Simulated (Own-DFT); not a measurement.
# Response to strain: wurtzite AlN, 72 atoms (Al36N36)

These are calculations, not measurements. They come from Own-DFT, an in-house plane-wave density functional program, since retired, whose code no person has reviewed. Each row is one single-point run on a periodic cell that was not relaxed, without spin or spin-orbit coupling.

Settings of every run: PBE; PseudoDojo norm-conserving scalar-relativistic files; cutoff 42 hartree; 4 x 4 x 3 k mesh centred on Gamma; Gaussian smearing of 0.01 eV.

Known limits: k mesh not checked against a denser one; stress not checked against mesh or cutoff.

Unstrained cell vectors in Å: (9.336, 0.000, 0.000); (-4.668, 8.085, 0.000); (0.000, 0.000, 9.964). The unstrained cell has measured lattice constants (interpolated for alloys), not those of this functional. That, the random moves and any unrelaxed bonds set the pressure at no strain. Each run strains this cell uniformly, with the atoms carried along. Every atom was also moved at random, by a Gaussian of width 0.05 Å on each axis. Strain is the symmetric tensor, in per cent. Stress is positive in tension, and the pressure is minus a third of its trace.

```
run,e_xx (%),e_yy (%),e_zz (%),s_xx (GPa),s_yy (GPa),s_zz (GPa),P (GPa),E (meV/atom)
1,0.00,0.00,-0.25,-5.79,-5.43,-6.20,5.81,3.2
2,0.00,0.00,3.00,-4.41,-2.22,6.58,0.02,0.0
3,0.00,0.00,-0.50,-6.84,-6.22,-7.89,6.98,16.4
4,0.00,0.00,-2.00,-8.37,-7.65,-14.50,10.17,26.9
5,0.00,0.00,1.50,-1.78,-8.46,0.15,3.36,26.0
6,0.00,0.00,1.75,-1.17,-7.38,1.02,2.51,14.4
7,0.00,0.00,2.50,-3.92,-3.59,4.91,0.86,2.8
8,0.00,0.00,-1.50,-7.74,-6.48,-15.50,9.90,47.5
9,0.00,0.00,-1.75,?,?,?,?,?
```

E is the free energy for each atom above the lowest run shown.

## Worked fit

The change of volume is close to e_xx + e_yy + e_zz. A straight line through the runs shown gives P = 6.11 - 207 x (fractional change of volume) GPa, with an error of 9 on the slope and a scatter of 0.47 GPa. The strain isn't the same on all axes and the cell isn't cubic, so the slope belongs to this path and is not the bulk modulus.

## Withheld run

Question: what pressure should run 9 give? Its volume changes by -1.75 %.

The line gives 9.7 GPa. The calculation gave 9.19 GPa.
